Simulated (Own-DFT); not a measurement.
# Shaking the atoms of zincblende GaP, 96 atoms (Ga48P48)

All numbers below are calculated, not measured. The program, named Own-DFT, is a retired in-house plane-wave density functional code that no person has reviewed. Each row is one single-point run on a periodic cell that was not relaxed, without spin or spin-orbit coupling.

Settings of every run: PBE; PseudoDojo norm-conserving scalar-relativistic files; cutoff 42 hartree; 2 x 3 x 3 k mesh centred on Gamma; Fermi-Dirac smearing of 0.1 eV.

Known limits, some of them of some rows only: some atoms lie very close together; forces on such cells moved up to 12 meV/angstrom on a denser k mesh; forces on such cells passed a denser k mesh, each cell not checked; stress not checked against mesh or cutoff.

Cell vectors in Å: (16.352, 0.000, 0.000); (0.000, 10.901, 0.000); (0.000, 0.000, 10.901). In each run every atom was moved at random and independently from its ideal site; u is the rms move along one axis. E is the free energy for each atom above the fitted value at u = 0, and F the rms of the force components.

```
run,u (Å),E (meV/atom),F (eV/Å),largest force (eV/Å),P (GPa)
1,0.0199,7.1,0.275,0.94,2.71
2,0.0200,6.7,0.267,0.85,2.70
3,0.0479,?,?,?,?
4,0.0480,39.5,0.675,2.07,3.20
5,0.0507,44.4,0.725,2.47,3.23
6,0.0956,159.5,1.467,6.03,4.90
7,0.1005,168.9,1.543,7.35,5.21
8,0.1008,181.7,1.572,6.01,5.09
9,0.1456,395.3,2.787,16.90,8.20
10,0.1947,673.0,3.601,16.59,12.26
```

## Worked fit

For small independent moves the energy grows as E = (3/2) K u², with K the mean stiffness felt by one atom. The runs with u up to 0.11 Å give K = 11.5 ± 0.1 eV/Å², with residuals divided by u² + 0.0006 Å², since the noise grows with the moves. The scatter is 1.2 meV/atom at u = 0.05 Å. The forces follow F = G u with G = 14.6 eV/Å²; no force at u = 0 is resolved. G exceeds K because the moves of its neighbours add to the force on an atom, and stiffness differs between atoms. At u = 0.195 Å the parabola gives 656 meV/atom and the run 673. The pressure follows P = 2.60 + 251 u² GPa: at fixed volume, shortened bonds push harder than stretched ones pull.

## Withheld run

Question: what energy and rms force should run 3 give?

The fit gives 40 ± 1 meV/atom and about 0.70 eV/Å. The calculation gave 40.8 meV/atom and 0.698 eV/Å.
